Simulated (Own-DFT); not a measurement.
Simulation results for Al3GaN4 (wurtzite random alloy, atoms displaced), Al3GaAs4 (zincblende random alloy, strained, atoms displaced)

Computed with Own-DFT development build. A calculation, not a measurement: plane-wave PBEsol density functional theory by an unreviewed code, no spin, of a simulated periodic cell, stress positive in tension, free energy of the whole cell less one offset for each atom, forces on such cells passed a denser k mesh, this cell's mesh not checked; offsets are fitted by least squares, one for each functional and potential file, so energies compare only between cells with the same atoms and settings and are not formation energies; the far tail of each file's local potential was reset to the Coulomb form; each entry is a single point on an unrelaxed cell, so the pressure reflects the starting lattice, mostly measured values, from which strain is counted, and rises with the displacements; printed positions are rounded, which can move forces by about a meV/angstrom; the program is a retired in-house code; no spin-orbit coupling.

Settings shared by all entries: functional PBEsol; potential files PseudoDojo norm-conserving, scalar-relativistic, made for PBE, standard set; wave cutoff 42 hartree; occupations Fermi-Dirac; smearing width 0.1 eV.

(1) Al3GaN4 (wurtzite random alloy, atoms displaced)

```
Al3GaN4
1.0
      9.3938     0.0000     0.0000
     -4.6969     8.1352     0.0000
      0.0000     0.0000    10.0655
Al N Al Ga N Al N Al Ga N Al N Al Ga N Al N Al N Al Ga N Al Ga N Al N Al N Al N Al Ga N Al N Ga N Al N Al Ga N
2 2 1 1 2 2 2 1 1 2 2 2 1 1 2 2 2 2 2 1 1 2 1 1 2 2 2 2 2 2 2 1 1 2 2 2 2 2 2 2 1 1 2
Direct
  0.11730 0.22239 0.98738
  0.23357 0.10595 0.25181
  0.10665 0.22088 0.18324
  0.23113 0.11158 0.44182
  0.09802 0.21459 0.50627
  0.21524 0.09304 0.76289
  0.11660 0.23382 0.70069
  0.24723 0.11769 0.95111
  0.11893 0.55752 0.99780
  0.23640 0.47210 0.23218
  0.11224 0.56050 0.20728
  0.23527 0.43752 0.45009
  0.10290 0.54821 0.50180
  0.21585 0.42950 0.75173
  0.11303 0.54242 0.70191
  0.22342 0.43453 0.94473
  0.13188 0.88399 0.98733
  0.20433 0.76046 0.25383
  0.12099 0.90107 0.21145
  0.22041 0.77202 0.44477
  0.10593 0.89183 0.51485
  0.19345 0.75723 0.76207
  0.09645 0.89226 0.69929
  0.23405 0.78555 0.94282
  0.43313 0.19827 0.99694
  0.56694 0.12949 0.24344
  0.43454 0.22052 0.19010
  0.56686 0.11690 0.44018
  0.41923 0.19229 0.49554
  0.56257 0.10761 0.74035
  0.44192 0.22356 0.68618
  0.54164 0.09431 0.94033
  0.45096 0.55547 0.99870
  0.55820 0.45345 0.26002
  0.45834 0.56446 0.21282
  0.54946 0.45539 0.43526
  0.42720 0.54785 0.51309
  0.55922 0.44869 0.74925
  0.44205 0.56085 0.67878
  0.56064 0.44861 0.94382
  0.44625 0.88780 0.99885
  0.56162 0.77131 0.24143
  0.44627 0.88354 0.18204
  0.55315 0.77556 0.45622
  0.43575 0.87829 0.50322
  0.54302 0.76331 0.75846
  0.44757 0.89005 0.69709
  0.55116 0.76748 0.94545
  0.77425 0.22272 0.00080
  0.88342 0.09284 0.25747
  0.79751 0.22211 0.18938
  0.90326 0.11249 0.45364
  0.80122 0.22522 0.50117
  0.87701 0.11294 0.75859
  0.76394 0.21102 0.68246
  0.89283 0.12254 0.94767
  0.79843 0.57871 0.01018
  0.89751 0.43700 0.25222
  0.77064 0.53716 0.20128
  0.88208 0.43719 0.44375
  0.76437 0.55920 0.50589
  0.89045 0.43706 0.74426
  0.77950 0.55951 0.69555
  0.88850 0.43004 0.93519
  0.78428 0.87521 0.00681
  0.87675 0.76099 0.23376
  0.79060 0.88499 0.18850
  0.88741 0.78658 0.45028
  0.76486 0.88058 0.50802
  0.88828 0.79015 0.75364
  0.77291 0.89584 0.68021
  0.89960 0.77070 0.94281
```

It was run with hardware one NVIDIA H100 and k mesh 4 x 4 x 3 centred on Gamma.

It finds free energy of cell above offsets -11.437 eV; pressure 7.89 GPa; stress xx -8.45 GPa; stress yy -9.76 GPa; stress zz -5.45 GPa; stress yz -1.92 GPa; stress xz -1.59 GPa; stress xy -2.34 GPa; wall time 520.6 s.

Force:
```
element  x (eV/Å)  y (eV/Å)  z (eV/Å)
     Al    -0.169    -1.564     3.241
     Al     -3.51     2.486     0.965
      N      0.94     0.471     0.622
      N    -5.847    -3.069    -0.748
     Al     5.522     2.798     0.559
     Ga     0.814      4.99    -0.765
      N    -0.213    -7.016    -1.903
      N    -8.357    -4.839    -2.794
     Al    -0.517    -1.525     0.194
     Al     1.958    -4.922     2.848
      N     -0.63    -1.791    -3.788
      N    -5.623    -1.438    -2.003
     Al     1.591     0.164    -0.103
     Ga     1.935     4.985     1.425
      N    -1.683     1.341    -2.106
      N     0.031     3.067     0.716
     Al    -4.174     2.866     3.777
     Al     1.011     5.904     1.659
      N    -0.548    -5.297    -3.347
      N    -1.302    -0.243     0.719
     Al     0.369    -0.529    -2.981
     Ga     2.232     1.791    -2.605
      N     2.755    -1.895    -0.994
      N     1.191    -3.555     0.284
     Al     6.356     6.292     3.129
     Al     0.207    -1.859     1.194
      N     3.014     0.992    -1.041
      N    -0.332    -0.954    -0.391
     Al     6.145     5.136     2.176
     Al    -3.641    -0.436     1.252
      N     0.552    -1.339     0.349
      N     1.932     2.303    -0.922
     Al     0.072     -1.64     1.073
     Ga     0.377    -3.129    -1.039
      N    -2.361    -1.079    -4.557
      N     0.245    -1.643     3.761
     Al     3.448     1.959    -4.347
     Ga    -0.816    -0.923     0.411
      N     0.576    -0.525     5.836
      N     0.908    -0.282     0.701
     Al     1.624    -0.495      0.73
     Al    -1.382     3.795       2.5
      N    -0.212     0.008     1.393
      N    -0.599    -0.288    -2.365
     Al     0.993     1.465     0.006
     Al     0.121     1.837    -1.551
      N    -1.137    -1.612    -0.242
      N      1.04     1.292    -0.226
     Al     0.028    -1.131     0.622
     Al     1.714      2.74     -0.37
      N    -2.102    -0.475     0.206
      N    -3.461     -3.02    -2.719
     Al    -3.476    -0.979    -0.671
     Ga     1.243    -0.413    -0.388
      N     1.927     2.039     0.138
      N     0.605    -2.709    -0.448
     Al    -0.601    -7.219    -0.412
     Al    -1.498    -0.745     1.177
      N     2.268     1.949    -2.282
      N     0.951     1.017    -0.249
     Ga     0.724    -0.324    -0.834
     Ga    -1.861    -0.362     0.489
      N     0.944     0.464     0.051
      N      -0.2     3.012     1.679
     Al    -1.595     2.258    -1.455
     Al     2.887     1.705     4.099
      N    -2.069    -0.858    -0.086
      N     0.573     -0.43    -1.248
     Al     0.745     0.633    -2.303
     Ga    -2.685     -2.22    -0.718
      N    -0.146    -0.866     4.761
      N     0.179     3.882     0.258
```

(2) Al3GaN4 (wurtzite random alloy, atoms displaced)

```
Al3GaN4
1.0
      9.3938     0.0000     0.0000
     -4.6969     8.1352     0.0000
      0.0000     0.0000    10.0655
Al N Al Ga N Al N Al Ga N Al N Al Ga N Al N Al N Al N Ga Al N Ga Al N Al N Al N Al Ga N Al Ga N Al Ga N Al Ga N Al N
2 2 1 1 2 2 2 1 1 2 2 2 1 1 2 2 2 2 2 2 2 1 1 2 1 1 2 2 2 2 2 1 1 2 1 1 2 1 1 2 1 1 2 2 2
Direct
  0.10773 0.22860 0.98286
  0.22894 0.11632 0.24159
  0.10116 0.21515 0.19178
  0.22366 0.10724 0.44550
  0.09921 0.21822 0.50160
  0.23400 0.11391 0.74982
  0.09764 0.22322 0.68546
  0.22118 0.10767 0.92360
  0.10008 0.55843 0.99280
  0.22245 0.42450 0.24647
  0.09258 0.55019 0.17738
  0.20288 0.43765 0.44860
  0.11895 0.56455 0.50017
  0.22329 0.45779 0.76067
  0.09053 0.56402 0.69158
  0.21600 0.45362 0.94202
  0.12094 0.91036 0.00012
  0.20942 0.76918 0.24465
  0.11491 0.89322 0.19567
  0.21636 0.78924 0.44133
  0.11916 0.89407 0.49648
  0.22349 0.77541 0.74892
  0.10271 0.87879 0.69589
  0.23136 0.76877 0.93523
  0.44245 0.20808 0.00087
  0.56347 0.11651 0.25644
  0.45064 0.23082 0.18910
  0.55848 0.11995 0.43740
  0.43329 0.21629 0.49598
  0.55816 0.12210 0.74760
  0.43694 0.22001 0.69349
  0.53918 0.11587 0.93511
  0.42967 0.54070 0.99460
  0.55969 0.45929 0.24446
  0.44307 0.56361 0.17634
  0.56812 0.45440 0.44430
  0.44670 0.57459 0.50330
  0.54354 0.44610 0.74841
  0.44799 0.55674 0.68744
  0.56097 0.45808 0.93450
  0.43356 0.88273 0.00047
  0.53886 0.76952 0.24297
  0.43803 0.87903 0.18071
  0.56439 0.78313 0.44297
  0.44983 0.89336 0.50809
  0.55275 0.76667 0.75822
  0.44460 0.86868 0.69186
  0.55797 0.76962 0.92324
  0.78808 0.23274 0.00953
  0.88589 0.10520 0.23826
  0.76805 0.20947 0.19150
  0.87832 0.11234 0.43788
  0.78767 0.23505 0.48715
  0.87108 0.09062 0.74771
  0.77934 0.23960 0.69708
  0.89124 0.11256 0.94215
  0.78107 0.55160 0.99275
  0.89525 0.44991 0.23281
  0.76561 0.55858 0.19529
  0.88689 0.44928 0.44945
  0.77183 0.55716 0.50422
  0.89440 0.43743 0.74296
  0.78623 0.55973 0.69804
  0.88503 0.45456 0.92843
  0.78014 0.89746 0.99742
  0.89629 0.77693 0.24877
  0.75628 0.88326 0.19356
  0.90363 0.78953 0.43414
  0.78098 0.89600 0.49704
  0.88760 0.78151 0.75536
  0.78393 0.90009 0.71052
  0.88184 0.77460 0.93356
```

Settings of this run: hardware one NVIDIA H100 and k mesh 4 x 4 x 3 centred on Gamma.

The calculation gives: free energy of cell above offsets -14.730 eV; pressure 7.27 GPa; stress xx -6.88 GPa; stress yy -8.88 GPa; stress zz -6.03 GPa; stress yz -0.5 GPa; stress xz 1.66 GPa; stress xy -2.35 GPa; wall time 537 s.

Force:
```
element  x (eV/Å)  y (eV/Å)  z (eV/Å)
     Al     1.185    -0.702     0.877
     Al    -0.238    -0.394     1.914
      N     1.651    -0.166    -1.795
      N    -1.969     1.416    -1.889
     Al     0.691    -0.257     0.025
     Ga    -3.776    -2.061    -3.047
      N     1.165     0.492     1.309
      N    -0.713     2.262     5.277
     Al     0.207     0.257    -0.026
     Al    -1.544     2.716     1.024
      N     4.905     2.073    -0.293
      N     2.188     0.675    -2.423
     Al    -2.682     0.043     0.578
     Ga    -0.757    -1.062    -3.581
      N     6.221      0.99      -2.3
      N     0.113     -1.48      1.26
     Al    -0.477    -4.108    -0.499
     Al     1.355     0.673      0.74
      N     0.682     1.041    -2.349
      N      4.13    -2.027    -1.419
     Al    -2.441    -0.193     2.233
     Ga    -0.743     1.075     0.014
      N     0.256     1.804    -1.543
      N    -3.718     0.396     0.807
     Al    -3.338     3.902     0.525
     Al    -1.892    -1.526     -1.01
      N    -0.208    -0.435     0.022
      N      0.14    -0.972     1.271
     Al     1.632     2.303      0.86
     Al     0.471    -1.004     0.254
      N     2.719     1.938    -2.369
      N      5.08    -1.767     -0.66
     Al     1.652     2.691    -0.505
     Al    -1.108    -1.461     1.506
      N    -0.532    -2.618     1.785
      N    -3.101    -1.701    -1.546
     Ga     0.527    -3.172    -0.557
     Al     3.369    -0.341     0.103
      N    -1.491     0.055     0.891
      N    -0.555    -2.476     0.804
     Ga     2.949      1.13     -1.66
     Al     0.985     1.267     1.173
      N    -1.439     1.123     3.077
      N    -1.632     1.365     -1.55
     Al    -0.406     0.131    -1.192
     Al     0.573      1.19    -3.946
      N     -0.57     2.732    -0.795
      N    -0.585     0.282     6.363
     Al    -1.371    -0.882    -2.563
     Al    -1.014    -1.063     1.891
      N      0.99     1.564    -0.689
      N     1.488    -0.226    -0.786
     Al    -1.358    -0.618      1.97
     Ga    -0.578     10.15     1.681
      N    -0.173    -6.923    -2.793
      N    -1.311     0.914     0.896
     Al    -3.014     1.978     0.501
     Ga    -4.471    -2.307     3.948
      N     2.831    -0.184    -2.673
      N     0.802     1.339    -1.739
     Al     2.391     1.493     0.935
     Ga    -3.759     2.441     1.563
      N    -2.889     0.105    -1.321
      N     2.161    -2.203     2.921
     Al    -0.398    -2.729     0.319
     Ga    -2.377     0.529     0.015
      N     1.923     0.733     -1.38
      N    -1.671    -0.601     2.023
     Al     1.214    -0.428     0.397
     Al     0.756    -1.009    -1.121
      N    -0.274    -9.616    -4.903
      N     1.176     1.443      3.17
```

(3) Al3GaAs4 (zincblende random alloy, strained, atoms displaced)

```
Al3GaAs4
1.0
     11.4324     0.1382    -0.1590
      0.1382    11.2289     0.0225
     -0.1590     0.0225    11.1504
Ga Al As Al As Al Ga As Ga Al As Al As Al As Al Ga As Al Ga Al As
1 3 4 4 4 3 1 4 3 1 4 4 4 4 4 2 2 4 1 1 2 4
Direct
  0.99988 0.00209 0.00415
  0.99880 0.25472 0.25698
  0.24869 0.99644 0.25743
  0.24867 0.24502 0.00257
  0.13481 0.12349 0.13335
  0.12217 0.37236 0.38559
  0.37674 0.13095 0.38109
  0.38078 0.37994 0.12637
  0.00159 0.00000 0.49954
  0.01026 0.25236 0.75609
  0.25415 0.00302 0.75176
  0.25483 0.24366 0.49668
  0.11988 0.12399 0.62778
  0.12453 0.37391 0.86792
  0.37181 0.12719 0.88428
  0.38004 0.37302 0.63660
  0.00192 0.51113 0.99075
  0.01012 0.75350 0.25489
  0.25031 0.50331 0.24055
  0.25259 0.74042 0.00303
  0.12100 0.63023 0.12686
  0.13000 0.87721 0.37503
  0.37409 0.62539 0.36856
  0.37232 0.86402 0.12432
  0.00229 0.50734 0.50181
  0.99941 0.74661 0.75300
  0.24443 0.50238 0.73949
  0.24334 0.75318 0.50308
  0.12441 0.63049 0.62973
  0.13428 0.87441 0.86853
  0.38485 0.62437 0.86680
  0.38202 0.88062 0.62801
  0.50547 0.00183 0.99774
  0.50090 0.23791 0.25325
  0.75303 0.00398 0.25486
  0.75613 0.24604 0.99958
  0.62802 0.13321 0.12283
  0.61946 0.37038 0.37240
  0.86881 0.12486 0.37563
  0.87716 0.36738 0.12022
  0.48836 0.99902 0.49628
  0.50362 0.25055 0.75385
  0.75076 0.00767 0.74612
  0.74882 0.24641 0.49866
  0.62376 0.11835 0.62361
  0.62840 0.37062 0.87248
  0.88179 0.11905 0.87601
  0.88144 0.37876 0.62051
  0.50407 0.49947 0.00196
  0.50771 0.75069 0.24671
  0.75697 0.50132 0.25397
  0.75015 0.74824 0.99938
  0.62307 0.61913 0.12486
  0.62316 0.87488 0.37974
  0.87695 0.62140 0.37405
  0.87203 0.87560 0.12782
  0.50425 0.49643 0.49835
  0.50056 0.74716 0.74159
  0.74512 0.49511 0.75475
  0.74792 0.74913 0.49723
  0.61834 0.62152 0.62354
  0.63070 0.87513 0.87301
  0.87673 0.62899 0.87423
  0.87031 0.87658 0.62591
```

It was run with hardware one NVIDIA H200 and k mesh 3 x 3 x 3 centred on Gamma.

It finds free energy of cell above offsets 6.093 eV; pressure 2.26 GPa; stress xx -1.44 GPa; stress yy -2.5 GPa; stress zz -2.83 GPa; stress yz 0.32 GPa; stress xz -2.29 GPa; stress xy 2.01 GPa; wall time 581.9 s.

Force:
```
element  x (eV/Å)  y (eV/Å)  z (eV/Å)
     Ga     0.978    -0.973     0.375
     Al     0.247    -0.783    -0.082
     Al     1.435    -0.207    -0.412
     Al     0.072     1.091     0.492
     As    -1.362     0.545    -0.318
     As     0.599     0.849    -0.934
     As     -0.35    -0.769    -1.497
     As    -0.424    -0.863    -0.291
     Al     -0.55    -0.294      0.27
     Al    -1.724    -0.682    -0.884
     Al     0.053    -0.038    -0.045
     Al    -0.737     0.922     1.873
     As     0.895      0.09    -0.537
     As     1.039     1.262     1.282
     As     0.676    -0.007     -1.05
     As    -0.698     0.354    -1.706
     Al     0.295     -1.54     1.004
     Al    -1.359    -0.076    -0.139
     Al    -0.137    -0.707      1.09
     Ga      0.05       0.1      -0.9
     As     0.117    -0.344    -0.711
     As    -0.753     0.399      0.44
     As     0.021     0.319     0.638
     As     0.462     1.495     0.087
     Ga     0.189    -0.586     0.404
     Ga    -0.055     0.981      0.05
     Ga     1.129    -0.676     1.209
     Al     1.516    -0.492     0.273
     As    -0.517     0.348    -0.989
     As    -0.748    -0.173     0.889
     As    -1.073    -0.241     0.391
     As    -1.306    -0.267    -0.399
     Al    -0.245    -0.757     0.619
     Al    -0.119     1.041    -0.454
     Al    -0.877    -0.735    -0.483
     Al    -0.084    -0.134    -0.389
     As    -0.037    -0.923     0.039
     As     0.807     0.287    -0.126
     As     1.161     0.367     0.084
     As     0.344     1.508     0.058
     Al     1.454    -0.452     0.603
     Al    -0.043    -1.168     0.295
     Al     0.366     -1.02     0.878
     Al     -0.11     0.501     0.695
     As    -0.759      1.03    -0.596
     As    -0.016     0.215     0.844
     As    -0.345     1.071    -0.601
     As    -0.626    -0.342     0.571
     Al    -0.181    -0.591    -0.652
     Al    -0.456    -0.338     0.519
     Ga    -0.587    -1.149    -0.639
     Ga    -0.043    -0.119     0.526
     As      1.07     0.627     0.053
     As    -0.114     0.724    -0.815
     As     0.258      1.27     -0.06
     As     0.471    -0.051     0.045
     Al    -1.117    -0.228     0.018
     Ga     0.491      0.38     0.894
     Al     0.844     0.304    -0.717
     Al     0.268    -0.552     0.757
     As     1.172     0.203    -0.244
     As    -0.432     0.194    -0.536
     As    -1.092     0.058     -0.61
     As     0.599    -0.255    -0.446
```

(4) Al3GaAs4 (zincblende random alloy, strained, atoms displaced)

```
Al3GaAs4
1.0
     11.3174     0.1060    -0.0457
      0.1060    11.1309    -0.1693
     -0.0457    -0.1693    11.1916
Al Ga Al Ga As Al Ga As Al As Al Ga Al As Al Ga As Al Ga Al Ga As Al Ga As Al As
1 1 1 1 4 3 1 4 4 4 2 1 1 4 3 1 4 1 1 1 1 4 3 1 4 4 4
Direct
  0.99635 0.00653 0.00122
  0.99936 0.25298 0.25222
  0.24813 0.99448 0.25697
  0.24802 0.24589 0.99657
  0.12827 0.12959 0.12968
  0.12572 0.37242 0.36882
  0.37333 0.12443 0.37900
  0.37589 0.37561 0.12550
  0.99756 0.99781 0.49748
  0.99743 0.24858 0.75745
  0.24305 0.00188 0.75021
  0.25520 0.25205 0.50298
  0.13008 0.12290 0.62447
  0.12921 0.37803 0.87124
  0.38195 0.12371 0.87920
  0.37066 0.37700 0.62248
  0.99985 0.49874 0.99822
  0.99653 0.74891 0.24875
  0.24747 0.50752 0.24985
  0.24050 0.74990 0.00231
  0.12400 0.62617 0.12657
  0.12864 0.88627 0.38209
  0.38156 0.62825 0.36907
  0.37888 0.87367 0.12490
  0.99702 0.50585 0.50648
  0.00030 0.73958 0.74514
  0.25184 0.49684 0.74674
  0.25448 0.75079 0.50442
  0.12843 0.62908 0.63350
  0.11800 0.87746 0.88201
  0.37508 0.61845 0.87432
  0.36966 0.87916 0.62503
  0.49580 0.00358 0.00654
  0.49968 0.24997 0.25129
  0.75542 0.99713 0.25311
  0.75793 0.25347 0.99237
  0.61934 0.12186 0.12006
  0.62273 0.37115 0.37445
  0.87971 0.12344 0.38523
  0.87242 0.37426 0.12554
  0.49579 0.99764 0.49712
  0.49788 0.24954 0.75634
  0.75465 0.99826 0.75056
  0.75543 0.25647 0.50058
  0.62686 0.12236 0.62539
  0.62001 0.36766 0.87273
  0.87687 0.12719 0.87438
  0.88242 0.37164 0.62835
  0.49775 0.49847 0.00098
  0.49891 0.74866 0.25207
  0.75408 0.49971 0.25519
  0.75188 0.74577 0.99609
  0.63112 0.62549 0.13116
  0.62974 0.87146 0.37942
  0.87134 0.62125 0.37882
  0.88445 0.87397 0.12562
  0.50067 0.50002 0.49938
  0.50005 0.75303 0.75243
  0.75273 0.50667 0.75288
  0.74848 0.74892 0.49316
  0.62285 0.62516 0.62282
  0.62382 0.87472 0.87498
  0.87328 0.62085 0.87359
  0.87459 0.87668 0.62973
```

Settings of this run: hardware one NVIDIA H200 and k mesh 3 x 3 x 3 centred on Gamma.

It finds free energy of cell above offsets 5.798 eV; pressure 3.42 GPa; stress xx -2.89 GPa; stress yy -3.85 GPa; stress zz -3.51 GPa; stress yz -2.11 GPa; stress xz -0.77 GPa; stress xy 1.65 GPa; wall time 593.6 s.

Force:
```
element  x (eV/Å)  y (eV/Å)  z (eV/Å)
     Al     0.371     0.083     0.753
     Ga    -0.507    -0.595    -0.075
     Al     0.481     0.701    -0.839
     Ga     0.176     0.443     0.442
     As    -0.098    -0.562    -0.312
     As      0.32     1.081     1.143
     As     0.421      0.12    -0.758
     As    -0.351     0.056    -0.004
     Al     0.108     0.115     1.668
     Al      0.98    -0.148    -0.646
     Al     0.416    -0.274     1.008
     Ga    -1.147    -0.326    -0.342
     As    -0.905     0.763    -0.232
     As    -0.152    -0.299     0.251
     As     -1.03    -0.127    -0.818
     As     1.353    -0.096     0.174
     Al    -0.038    -0.198     0.407
     Al     0.536     0.075     1.193
     Al     0.277    -0.896     0.117
     Al     0.876     -0.01    -0.198
     As    -0.311    -0.104    -0.304
     As    -0.252    -2.117    -0.552
     As    -0.733    -0.397     0.888
     As    -0.644    -0.149     0.076
     Al     0.788    -0.769     -0.18
     Al     -0.98     1.598     1.399
     Ga    -0.271     0.269     0.517
     Al     -0.51    -0.233    -0.508
     As     0.897    -0.828    -1.601
     As     0.249    -0.301     -1.06
     As    -0.139     0.987     0.055
     As     0.936    -0.092     0.469
     Al     0.098    -1.135    -0.508
     Al    -0.492    -0.534    -0.212
     Al    -0.607     0.318    -0.179
     Ga    -1.412    -0.225     0.735
     As     1.837     0.742      0.88
     As     0.778     0.452     0.064
     As    -0.465     0.684    -1.438
     As     0.639     0.206    -0.124
     Al     0.423     0.064     0.609
     Ga    -0.363    -0.551    -1.188
     Al    -1.124     0.327     0.459
     Ga     -0.78    -0.505     0.414
     As    -0.051     0.369    -0.195
     As     1.167     1.474     0.308
     As     0.019    -0.529    -0.172
     As    -0.419     0.845     0.084
     Al     0.496     -0.07     0.461
     Al     0.693     0.604    -0.342
     Al    -1.009    -0.557    -0.222
     Ga    -0.417     0.605     0.747
     As    -0.179    -0.179    -0.758
     As     -0.66     0.753    -1.005
     As     1.156     0.505    -0.353
     As    -0.961     0.262    -0.613
     Al    -0.358    -0.149     0.052
     Al    -0.663    -0.363    -0.285
     Al    -1.223    -1.477    -0.796
     Al     0.046    -0.031     1.666
     As      0.52     0.265     0.124
     As      0.46     0.483     0.394
     As     1.086     0.523     0.314
     As      0.65    -0.946    -1.051
```
